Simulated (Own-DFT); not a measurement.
# Strain and stress in C40 NbSi2, 36 atoms (Nb12Si24)

Source: density functional calculations with Own-DFT, an unreviewed in-house program that is no longer used. Nothing was measured or relaxed, and spin and spin-orbit coupling are left out.

Settings: PBE; PseudoDojo norm-conserving scalar-relativistic files; cutoff 42 hartree; 4 x 4 x 5 k mesh centred on Gamma; cold (Marzari-Vanderbilt) smearing of 0.2 eV.

Keep in mind: forces on such cells failed a check on a denser k mesh; stress not checked against mesh or cutoff.

Unstrained cell vectors in Å: (0.000, 8.324, 0.000); (-9.613, 0.000, 0.000); (0.000, 0.000, 6.586). The unstrained cell was taken from the Materials Project. The random moves and any unrelaxed bonds add to the pressure at no strain. In each run the cell takes a homogeneous strain; fractional positions stay. Each coordinate of each atom was shifted by a normal deviate of width 0.05 Å. Strains are tensor components in per cent; tension counts as positive stress, and P is minus the mean normal stress.

```
run,e_xx (%),e_yy (%),e_zz (%),e_yz (%),e_xz (%),e_xy (%),s_xx (GPa),s_yy (GPa),s_zz (GPa),s_yz (GPa),s_xz (GPa),s_xy (GPa),P (GPa),E (meV/atom)
1,1.82,-1.10,-1.35,1.05,-1.33,-1.90,1.19,-6.49,-10.61,3.79,-3.75,-6.03,5.30,39.4
2,-1.89,0.03,0.97,-0.45,0.44,-1.24,-8.21,-2.76,-1.41,-1.24,1.95,-3.98,4.12,10.3
3,1.07,1.88,-0.94,1.92,-1.52,1.56,1.01,3.44,-5.75,5.34,-4.37,4.48,0.43,28.8
4,0.56,1.27,1.36,1.00,-1.51,-1.43,1.20,3.33,3.73,2.91,-4.19,-3.56,-2.75,8.5
5,1.39,-0.50,-1.22,-1.07,-1.99,-0.65,0.76,-4.84,-8.73,-2.66,-6.27,-1.57,4.27,27.3
6,0.30,1.34,-0.24,0.78,0.90,0.50,-1.01,3.04,-3.97,2.57,2.34,1.59,0.65,5.0
7,-0.52,-1.75,-0.91,0.31,-0.83,-1.31,-7.45,-10.38,-9.91,0.60,-2.91,-4.89,9.25,28.4
8,-1.47,0.36,-1.17,1.19,1.50,-1.86,-9.20,-3.04,-11.33,4.23,5.15,-6.89,7.85,33.8
9,1.63,0.30,1.70,0.87,0.63,0.76,4.28,0.68,4.16,1.85,1.19,1.68,-3.04,19.4
10,0.79,1.05,0.40,-0.49,-0.10,-0.76,1.49,2.14,-0.44,-1.13,-0.31,-2.29,-1.06,0.0
11,1.74,-1.40,0.05,0.28,0.60,0.33,3.08,-6.11,-3.05,0.88,1.52,0.74,2.03,0.3
12,0.55,0.14,-1.86,1.32,1.92,-1.43,-2.00,-3.18,-13.52,4.90,6.53,-4.64,6.23,41.6
13,1.38,0.14,0.99,-1.48,0.73,1.65,2.28,-0.38,1.66,-3.97,2.85,5.22,-1.19,18.2
14,0.72,-1.95,1.87,0.73,1.68,-0.09,0.49,-8.51,3.44,2.00,4.54,-0.47,1.53,18.8
15,0.94,0.71,1.53,-1.30,-1.68,1.13,?,?,?,?,?,?,?,?
```

E is the free energy per atom, counted from the lowest run shown.

## Fit

Regress every stress component on the fractional strains (shears doubled) of the visible runs, with a constant. Shear strains stay in the fit of a normal stress only where such slopes are resolved. The slopes, in GPa:

```
stress  at no strain  per e_xx  per e_yy  per e_zz  scatter
  s_xx          -2.9  352 ± 13   66 ± 13   95 ± 12     0.54
  s_yy          -2.6   60 ± 11  370 ± 11   76 ± 10     0.45
  s_zz          -4.4   88 ± 17   80 ± 16  470 ± 15     0.69
```

The slope of each shear stress on twice its own strain, from a fit on all six strains: yz 136 ± 4, xz 155 ± 6, xy 145 ± 7 GPa. These are stiffnesses along x, y and z of the frame in which the cell vectors are given, which need not be the crystal's axes. The atoms are held to the strained lattice; where symmetry lets them move under strain, relaxing them would lower some slopes. Slopes across the diagonal should nearly agree, so their difference gauges the noise. A ninth of the table's sum, 184 ± 7 GPa, estimates the bulk modulus near the mean pressure of these runs, 2.4 GPa, so it lies above the value at zero pressure.

## Test on the hidden row

Asked: what normal stresses and pressure should run 15 give?

From the fit: s_xx = 2.3, s_yy = 1.7, s_zz = 4.2 and P = -2.7 GPa. DFT gave 1.54, 2.03, 4.09 and P = -2.55 GPa.
